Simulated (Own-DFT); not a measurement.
Simulation results for Si₃N₄ (beta silicon nitride, atoms displaced)

Computed with Own-DFT development build. A calculation, not a measurement: plane-wave PBE density functional theory by an unreviewed code, no spin, of a simulated periodic cell, stress positive in tension, free energy of the whole cell less one offset for each atom, forces on such cells passed a denser k mesh, this cell's mesh not checked; offsets are fitted by least squares, one for each functional and potential file, so energies compare only between cells with the same atoms and settings and are not formation energies; the far tail of each file's local potential was reset to the Coulomb form; each entry is a single point on an unrelaxed cell, so the pressure reflects the starting lattice, mostly measured values (interpolated for alloys), from which strain is counted, and rises with the displacements; printed positions are rounded, which can move forces by about a meV/angstrom; the program, named Own-DFT, is a retired in-house code; no spin-orbit coupling.

Common to all runs: functional PBE; potential files PseudoDojo norm-conserving, scalar-relativistic, standard set; wave cutoff 42 hartree; occupations Fermi-Dirac; smearing width 0.1 eV; k mesh 3 x 3 x 3 centred on Gamma.

(1) Si₃N₄ (beta silicon nitride, atoms displaced)

```
Si3N4
1.0
      7.6060     0.0000     0.0000
     -3.8030     6.5870     0.0000
      0.0000     0.0000     8.7270
Si N Si N Si N
6 8 6 8 6 8
Direct
  0.17383 0.78325 0.07968
  0.22872 0.40225 0.09012
  0.59368 0.81691 0.08597
  0.83015 0.23900 0.25020
  0.75695 0.59232 0.24768
  0.40571 0.17208 0.25288
  0.33888 0.03770 0.08035
  0.96883 0.29742 0.08779
  0.69437 0.66747 0.09282
  0.66687 0.96425 0.25034
  0.02790 0.70118 0.25486
  0.29640 0.33519 0.25018
  0.34236 0.67913 0.08609
  0.67224 0.32355 0.25350
  0.16426 0.75913 0.41601
  0.23677 0.39882 0.42394
  0.58286 0.81797 0.41062
  0.82570 0.23466 0.58955
  0.76235 0.59552 0.57964
  0.40121 0.17050 0.58140
  0.33606 0.03801 0.42165
  0.97147 0.30645 0.41742
  0.69740 0.67532 0.41653
  0.66034 0.96089 0.59339
  0.03986 0.70109 0.58406
  0.30334 0.33988 0.59406
  0.33778 0.66980 0.42630
  0.66646 0.32895 0.57897
  0.18204 0.76032 0.75634
  0.23889 0.42018 0.75077
  0.60369 0.83252 0.74079
  0.81994 0.21845 0.91586
  0.76571 0.60373 0.91861
  0.40291 0.16662 0.91993
  0.35112 0.05074 0.75038
  0.96433 0.29485 0.74877
  0.70970 0.67583 0.74748
  0.67391 0.97170 0.91125
  0.02087 0.70275 0.92348
  0.30958 0.33807 0.90349
  0.34712 0.68403 0.75582
  0.66125 0.33423 0.90521
```

* free energy of cell above offsets: -3.138 eV
* pressure: 8.39 GPa
* stress xx: -8.46 GPa
* stress yy: -4.23 GPa
* stress zz: -12.48 GPa
* stress yz: 2.08 GPa
* stress xz: -1.84 GPa
* stress xy: 0.09 GPa

Force:
```csv
element,x (eV/Å),y (eV/Å),z (eV/Å)
Si,1.486,-2.276,2.169
Si,-0.588,2.045,-3.744
Si,-1.299,3.359,-0.926
Si,1.865,-2.612,1.142
Si,3.038,-1.454,2.879
Si,0.549,1.002,-0.098
N,-0.833,-0.888,2.385
N,0.352,0.012,-1.66
N,0.536,-0.358,-3.019
N,0.221,1.625,-0.358
N,-0.905,0.137,-2.289
N,2.898,-1.666,1.429
N,-2.586,-2.476,-0.183
N,-4.588,2.633,-0.503
Si,2.159,1.411,0.984
Si,-2.604,1.73,-0.235
Si,0.892,2.798,1.969
Si,-0.3,-1.417,-2.212
Si,2.442,-1.097,0.722
Si,0.8,2.406,2.15
N,-0.863,-2.633,-2.293
N,0.922,-0.366,0.814
N,0.975,-1.096,-0.499
N,0.416,4.493,-7.06
N,-1.999,-0.754,1.294
N,1.544,-1.124,-2.395
N,-2.188,-2.345,-0.659
N,-1.448,1.68,-0.259
Si,-3.397,3.09,-1.102
Si,-1.395,-0.525,0.733
Si,0.594,-2.346,5.381
Si,-0.944,3.564,0.328
Si,0.142,-3.039,-0.61
Si,0.056,4.121,-2.768
N,-0.918,-5.218,0.151
N,2.047,1.626,1.468
N,-1.063,0.52,0.311
N,0.342,-3.056,1.646
N,1.896,0.982,-1.243
N,-0.594,-0.328,4.371
N,0.742,-2.915,0.18
N,1.602,0.756,1.612
```

(2) Si₃N₄ (beta silicon nitride, atoms displaced)

```
Si3N4
1.0
      7.6060     0.0000     0.0000
     -3.8030     6.5870     0.0000
      0.0000     0.0000     8.7270
Si N Si N Si N
6 8 6 8 6 8
Direct
  0.16676 0.76681 0.08782
  0.23015 0.40074 0.07841
  0.60094 0.81855 0.08768
  0.83375 0.23779 0.25328
  0.77605 0.60474 0.24629
  0.40000 0.16618 0.25908
  0.34315 0.04734 0.08467
  0.95505 0.30123 0.08342
  0.69795 0.65936 0.08201
  0.67443 0.96359 0.23755
  0.04522 0.70688 0.25125
  0.30846 0.33566 0.26031
  0.33541 0.67140 0.09109
  0.67636 0.33158 0.24737
  0.19267 0.77990 0.40731
  0.22088 0.40213 0.41830
  0.59199 0.81904 0.41256
  0.83535 0.23603 0.58263
  0.77246 0.59294 0.58421
  0.40570 0.15423 0.58964
  0.33749 0.03999 0.41869
  0.96555 0.31333 0.41532
  0.70122 0.68209 0.40576
  0.67746 0.95713 0.57944
  0.02201 0.70027 0.58176
  0.29561 0.33225 0.58674
  0.33097 0.66126 0.41078
  0.66473 0.33767 0.57713
  0.17848 0.76713 0.75677
  0.24209 0.40067 0.75108
  0.58778 0.81453 0.75057
  0.82586 0.23616 0.92551
  0.77246 0.58527 0.91045
  0.39809 0.17735 0.90576
  0.33580 0.02374 0.75730
  0.97873 0.29334 0.73927
  0.70251 0.66713 0.76017
  0.67426 0.96835 0.90894
  0.01675 0.68110 0.92508
  0.29720 0.33716 0.90459
  0.33028 0.66786 0.74809
  0.66085 0.32880 0.92482
```

- free energy of cell above offsets: -2.079 eV
- pressure: 8.99 GPa
- stress xx: -8.9 GPa
- stress yy: -4.66 GPa
- stress zz: -13.4 GPa
- stress yz: -2.17 GPa
- stress xz: -1.66 GPa
- stress xy: 0.74 GPa

Force:
```csv
element,x (eV/Å),y (eV/Å),z (eV/Å)
Si,2.857,1.915,-2.049
Si,-0.86,1.467,2.14
Si,-1.317,0.018,-3.911
Si,-2.053,-2.455,-1.099
Si,0.76,-2.504,1.085
Si,1.697,4.57,-3.581
N,-1.563,-2.863,-1.125
N,5.065,1.786,1.157
N,0.23,0.241,-1.168
N,-0.039,2.698,4.169
N,-2.975,-0.743,0.628
N,-1.051,-0.722,-2.256
N,0.028,-1.522,-0.972
N,-2.613,1.118,0.732
Si,-1.505,-1.838,3.032
Si,1.492,0.398,0.64
Si,-1.088,1.729,-0.759
Si,-2.02,-1.742,0.172
Si,-2.848,0.809,-0.904
Si,-1.013,4.552,-0.581
N,0.139,-3.312,1.52
N,1.681,-0.187,0.439
N,3.563,-2.55,1.761
N,-0.976,1.821,0.333
N,3.746,2.147,0.207
N,2.749,-1.954,-1.847
N,0.013,1.126,0.609
N,0.9,-2.419,0.903
Si,-2.246,-2.137,-0.9
Si,-5.429,2.891,-4.605
Si,1.018,1.858,-0.181
Si,-0.939,-2.499,-4.646
Si,-2.815,-0.809,2.628
Si,2.001,0.904,4.578
N,-0.589,-0.633,-1.552
N,-0.985,0.465,3.326
N,-0.615,-0.208,-3.089
N,0.052,-0.007,1.894
N,3.753,2.448,-1.214
N,2.929,-2.228,5.764
N,1.151,-1.437,0.178
N,-0.286,-0.191,-1.456
```

(3) Si₃N₄ (beta silicon nitride, atoms displaced)

```
Si3N4
1.0
      7.6060     0.0000     0.0000
     -3.8030     6.5870     0.0000
      0.0000     0.0000     8.7270
Si N Si N Si N
6 8 6 8 6 8
Direct
  0.17777 0.78113 0.08209
  0.22897 0.41066 0.07692
  0.60091 0.83288 0.08003
  0.83581 0.23896 0.25070
  0.76806 0.59528 0.25287
  0.41421 0.17252 0.25525
  0.33208 0.03786 0.07410
  0.98198 0.31356 0.09279
  0.71086 0.68395 0.08102
  0.66048 0.96581 0.23891
  0.02614 0.69669 0.24557
  0.30676 0.34702 0.25279
  0.33141 0.66952 0.07755
  0.66479 0.32666 0.25252
  0.16731 0.77512 0.41985
  0.23090 0.39780 0.40566
  0.57730 0.81436 0.42100
  0.83440 0.23518 0.57998
  0.77530 0.60071 0.58649
  0.40627 0.17393 0.58455
  0.32168 0.01620 0.41032
  0.96154 0.29302 0.41684
  0.70232 0.67002 0.41076
  0.66424 0.97363 0.58086
  0.03074 0.68825 0.57986
  0.29850 0.33592 0.58929
  0.33749 0.66019 0.42291
  0.66563 0.31583 0.58424
  0.16252 0.76672 0.74582
  0.22771 0.40941 0.75459
  0.59869 0.82901 0.75781
  0.82337 0.22538 0.91384
  0.77221 0.59575 0.91420
  0.39546 0.16769 0.91146
  0.33005 0.02857 0.74928
  0.96635 0.29494 0.74886
  0.69461 0.66051 0.74611
  0.66237 0.95950 0.92389
  0.02459 0.69050 0.91514
  0.30193 0.33426 0.92483
  0.33089 0.66165 0.74534
  0.65999 0.33381 0.91505
```

- free energy of cell above offsets: -3.581 eV
- pressure: 8.06 GPa
- stress xx: -6.58 GPa
- stress yy: -6.74 GPa
- stress zz: -10.85 GPa
- stress yz: 0.27 GPa
- stress xz: 3.95 GPa
- stress xy: -3.44 GPa

Force:
```csv
element,x (eV/Å),y (eV/Å),z (eV/Å)
Si,0.761,-1.934,-0.257
Si,1.68,1.796,2.594
Si,-1.18,-3.988,2.729
Si,-1.969,-2.568,-0.415
Si,-0.132,-0.781,-2.447
Si,-2.049,0.469,-2.414
N,-0.329,-0.868,2.832
N,-2.59,-1.958,-2.802
N,0.953,-1.277,-0.007
N,0.272,2.073,3.672
N,0.891,0.726,1.108
N,3.561,-2.91,-3.944
N,0.204,0.932,0.103
N,0.568,1.925,-0.026
Si,2.485,-4.171,-2.773
Si,-2.345,1.849,5.535
Si,2.996,2.867,-1.679
Si,-1.17,-2.012,0.898
Si,-1.113,-2.912,-2.445
Si,-0.433,0.536,-0.591
N,-0.052,4.137,1.739
N,2.896,1.358,-0.631
N,-0.366,0.548,2.929
N,0.792,-1.245,1.336
N,-1.398,0.129,0.868
N,1.37,-1.736,-1.69
N,-4.755,-1.237,-0.46
N,-1.821,3.492,-0.13
Si,3.147,-0.278,1.606
Si,1.181,-0.605,-0.186
Si,-1.333,-1.42,-3.154
Si,-1.278,1.207,1.695
Si,-1.518,-1.03,1.204
Si,0.756,2.705,0.393
N,-0.788,-1.227,-0.749
N,0.434,0.006,0.769
N,-0.405,1.438,1.134
N,0.573,4.06,-3.627
N,1.004,1.271,-0.393
N,0.05,-0.702,-2.89
N,-0.884,2.37,0.605
N,1.332,-1.034,-0.037
```

(4) Si₃N₄ (beta silicon nitride, atoms displaced)

```
Si3N4
1.0
      7.6060     0.0000     0.0000
     -3.8030     6.5870     0.0000
      0.0000     0.0000     8.7270
Si N Si N Si N
6 8 6 8 6 8
Direct
  0.16070 0.76517 0.07759
  0.23088 0.40597 0.07327
  0.59425 0.82264 0.09232
  0.83447 0.24299 0.24661
  0.75943 0.59449 0.24787
  0.40471 0.17782 0.25578
  0.34524 0.04084 0.07964
  0.97567 0.31101 0.08241
  0.70459 0.66637 0.08533
  0.67184 0.98517 0.25937
  0.03713 0.69692 0.24842
  0.29572 0.31884 0.25290
  0.34193 0.68207 0.08702
  0.66591 0.33943 0.24989
  0.17998 0.76867 0.42457
  0.21915 0.39976 0.42059
  0.60705 0.82323 0.41393
  0.82419 0.22517 0.58707
  0.77104 0.59985 0.57771
  0.39312 0.15871 0.58348
  0.33838 0.02109 0.40023
  0.96102 0.28757 0.42075
  0.68645 0.65268 0.41131
  0.66877 0.97556 0.57974
  0.04052 0.70770 0.57796
  0.30625 0.34635 0.57787
  0.34649 0.67750 0.41365
  0.66669 0.33559 0.59088
  0.16981 0.76622 0.74252
  0.22148 0.39490 0.74957
  0.59971 0.83820 0.74504
  0.82383 0.24387 0.92426
  0.75810 0.59095 0.91741
  0.40811 0.17439 0.92555
  0.32269 0.04096 0.74883
  0.97217 0.29956 0.74263
  0.70489 0.67896 0.75235
  0.66223 0.97538 0.92160
  0.04990 0.70395 0.91545
  0.29601 0.32042 0.92035
  0.33271 0.66531 0.74515
  0.66338 0.31665 0.91422
```

- free energy of cell above offsets: -2.514 eV
- pressure: 8.11 GPa
- stress xx: -8.75 GPa
- stress yy: -3.79 GPa
- stress zz: -11.77 GPa
- stress yz: 3.04 GPa
- stress xz: -0.94 GPa
- stress xy: 0.57 GPa

Force:
```csv
element,x (eV/Å),y (eV/Å),z (eV/Å)
Si,4.369,2.992,3.667
Si,0.781,2.023,3.737
Si,-0.636,2.593,-1.138
Si,-1.673,-0.184,1.53
Si,4.244,-1.137,0.689
Si,1.728,-0.24,-3.268
N,-1.067,-2.981,3.03
N,-0.242,-0.094,-0.134
N,-2.004,1.427,-1.243
N,1.366,-2.002,-1.95
N,-2.461,-0.655,1.092
N,-3.171,2.098,-0.716
N,-0.602,-3.455,-0.42
N,1.019,-0.528,-0.107
Si,2.004,-0.191,-5.24
Si,1.044,2.113,-2.183
Si,-3.006,1.479,0.466
Si,-1.916,1.864,-1.129
Si,0.295,-1.933,1.581
Si,0.689,3.789,-2.579
N,-0.846,0.681,4.984
N,0.547,1.138,-0.853
N,0.334,1.399,1.276
N,0.555,-2.07,0.058
N,-3.424,-1.31,1.169
N,1.84,-2.571,1.789
N,-0.651,-2.456,0.367
N,-0.018,-0.349,-0.488
Si,2.589,1.504,2.034
Si,2.005,2.284,-0.482
Si,-1.176,-1.325,2.298
Si,4.249,-3.266,-1.985
Si,2.459,-0.597,-1.083
Si,-0.26,-0.425,-3.011
N,0.022,-2.86,1.334
N,-1.325,-0.546,2.984
N,0.581,-0.032,-1.083
N,1.246,-0.179,-0.358
N,-5.183,-2.587,-2.836
N,-0.541,0.976,-1.985
N,0.157,0.183,0.191
N,-3.918,5.428,-0.007
```

(5) Si₃N₄ (beta silicon nitride, atoms displaced)

```
Si3N4
1.0
      7.6060     0.0000     0.0000
     -3.8030     6.5870     0.0000
      0.0000     0.0000     8.7270
Si N Si N Si N
6 8 6 8 6 8
Direct
  0.17694 0.77352 0.08797
  0.22936 0.40581 0.07581
  0.59210 0.81204 0.08083
  0.83273 0.25350 0.24873
  0.77285 0.59816 0.24215
  0.40426 0.16889 0.24836
  0.33380 0.03209 0.08806
  0.97001 0.29624 0.08790
  0.71786 0.67815 0.08769
  0.67467 0.98356 0.24441
  0.02466 0.69678 0.24643
  0.30603 0.32443 0.24994
  0.33503 0.66788 0.08657
  0.67344 0.33039 0.24975
  0.16837 0.76994 0.42116
  0.22309 0.38382 0.41463
  0.60146 0.83797 0.40906
  0.82808 0.23721 0.57695
  0.77293 0.58940 0.57798
  0.39579 0.17771 0.58743
  0.33605 0.02906 0.40950
  0.97332 0.30483 0.42393
  0.70632 0.66983 0.42481
  0.66351 0.97278 0.59100
  0.04100 0.70475 0.58338
  0.27904 0.32344 0.58913
  0.32929 0.65906 0.41065
  0.65921 0.33070 0.58726
  0.16096 0.77507 0.75502
  0.22434 0.40229 0.75538
  0.59154 0.82373 0.75897
  0.84098 0.24756 0.90291
  0.75918 0.59373 0.92138
  0.39698 0.17020 0.91439
  0.33628 0.03656 0.75198
  0.97405 0.30440 0.74015
  0.69815 0.67715 0.75109
  0.66586 0.97503 0.92564
  0.02393 0.68397 0.91667
  0.31458 0.34029 0.91055
  0.33920 0.66549 0.74697
  0.65713 0.32428 0.91995
```

* free energy of cell above offsets: -3.369 eV
* pressure: 7.02 GPa
* stress xx: -9.39 GPa
* stress yy: -2.54 GPa
* stress zz: -9.14 GPa
* stress yz: 1.85 GPa
* stress xz: 0.51 GPa
* stress xy: 0.19 GPa

Force:
```csv
element,x (eV/Å),y (eV/Å),z (eV/Å)
Si,0.521,-0.879,-0.939
Si,0.644,0.081,2.178
Si,-0.864,4.031,1.272
Si,2.953,-3.545,0.833
Si,-0.026,-2.155,4.83
Si,1.78,1.318,0.626
N,-0.854,-0.96,-2.502
N,1.14,1.093,-2.97
N,-2.528,0.657,-1.786
N,0.593,-1.388,0.301
N,1.443,0.79,1.188
N,-1.535,0.758,-1.163
N,-0.114,-1.007,-0.471
N,-4.771,2.519,-0.068
Si,3.518,-0.446,-2.787
Si,-0.011,4.045,0.135
Si,-1.014,-1.549,2.198
Si,-1.972,-2.446,1.646
Si,-1.044,0.825,2.595
Si,1.043,-0.228,-1.673
N,-0.916,0.102,2.718
N,-0.772,-0.275,-3.154
N,-1.042,1.022,-3.657
N,0.596,0.386,-1.476
N,-2.782,-1.119,1.339
N,2.417,-1.516,-0.808
N,0.225,0.387,-0.018
N,0.753,0.489,-0.297
Si,4.239,-0.472,-0.746
Si,0.946,2.963,-1.9
Si,-0.839,1.877,-1.307
Si,-2.738,-2.5,3.823
Si,1.234,-1.596,-2.645
Si,2.175,0.336,1.773
N,-1.209,-2.054,-0.453
N,-0.922,-0.186,1.072
N,2.977,-1.597,0.22
N,0.89,-0.038,-1.613
N,-0.456,0.71,1.359
N,-1.38,-0.276,1.737
N,-3.151,-0.254,0.917
N,0.853,2.097,-0.326
```

(6) Si₃N₄ (beta silicon nitride, atoms displaced)

```
Si3N4
1.0
      7.6060     0.0000     0.0000
     -3.8030     6.5870     0.0000
      0.0000     0.0000     8.7270
Si N Si N Si N
6 8 6 8 6 8
Direct
  0.17619 0.77223 0.08977
  0.23136 0.40506 0.08430
  0.60035 0.82663 0.08767
  0.83184 0.24621 0.25274
  0.76935 0.58951 0.24768
  0.40708 0.16051 0.25347
  0.34208 0.04609 0.07704
  0.97534 0.29883 0.08285
  0.69872 0.67501 0.07636
  0.67291 0.95860 0.24553
  0.02942 0.70478 0.25475
  0.29756 0.33899 0.25560
  0.33803 0.67327 0.09490
  0.67110 0.33750 0.24614
  0.16447 0.78245 0.40595
  0.22616 0.39876 0.41554
  0.59418 0.82790 0.41415
  0.82819 0.22315 0.59491
  0.76944 0.60548 0.58925
  0.39313 0.16552 0.59285
  0.31663 0.01717 0.41422
  0.97345 0.29458 0.42039
  0.70507 0.66359 0.41215
  0.65494 0.97702 0.59189
  0.03799 0.70950 0.58304
  0.30069 0.33759 0.58728
  0.33868 0.67858 0.40818
  0.66933 0.33141 0.58526
  0.17759 0.78336 0.75274
  0.23160 0.40642 0.74446
  0.59010 0.83323 0.75890
  0.82706 0.23480 0.92159
  0.77883 0.59865 0.92552
  0.39866 0.16019 0.91246
  0.32203 0.01972 0.74760
  0.96525 0.30111 0.74754
  0.71286 0.68565 0.75618
  0.65886 0.96247 0.91809
  0.03139 0.70279 0.91760
  0.30615 0.33897 0.91024
  0.33167 0.66979 0.75923
  0.66376 0.33355 0.91158
```

- pressure: ?

To be estimated
1. Si₃N₄ (beta silicon nitride, atoms displaced) (entry 6): pressure?

Answers
1. 8.43 GPa

Further results for Si₃N₄ (beta silicon nitride, atoms displaced) (entry 6):

* free energy of cell above offsets: -2.705 eV
* stress xx: -4.37 GPa
* stress yy: -8.77 GPa
* stress zz: -12.16 GPa
* stress yz: -1.52 GPa
* stress xz: -0.28 GPa
* stress xy: -3.47 GPa

Force:
```csv
element,x (eV/Å),y (eV/Å),z (eV/Å)
Si,1.265,0.044,-1.633
Si,1.345,1.569,-0.591
Si,-1.935,-0.764,-1.997
Si,1.759,-2.852,0.073
Si,-2.009,1.579,-0.231
Si,-1.513,3.608,-0.726
N,-0.618,-3.992,3.089
N,-1.391,-0.166,0.613
N,2.259,-1.51,2.529
N,-0.057,4.844,2.207
N,-1.565,-1.041,-4.256
N,3.373,-2.624,-2.128
N,-0.763,-0.858,-0.808
N,-0.629,-1.695,0.161
Si,3.713,-5.368,5.484
Si,-0.039,3.775,1.303
Si,0.32,-0.89,1.335
Si,-2.739,1.582,-3.67
Si,1.58,-1.793,-0.54
Si,2.109,2.967,-3.315
N,0.592,6.487,1.007
N,-1.939,-0.838,0.231
N,-1.85,1.535,1.293
N,0.913,-2.437,-1.542
N,-1.249,-0.196,-0.109
N,1.613,-1.772,-1.882
N,-1.538,-2.066,0.787
N,-1.686,0.027,0.022
Si,0.464,-7.053,-1.155
Si,-1.638,1.899,2.589
Si,0.768,-2.565,-2.325
Si,-0.733,-0.925,-1.432
Si,-2.14,-1.1,-3.101
Si,-0.151,4.971,-1.053
N,0.178,4.424,1.455
N,2.329,0.732,3.363
N,-0.507,0.042,-0.031
N,0.328,3.589,2.319
N,1.308,0.831,1.509
N,0.491,-1.505,1.028
N,-0.603,-0.283,-0.497
N,0.583,-0.212,0.626
```
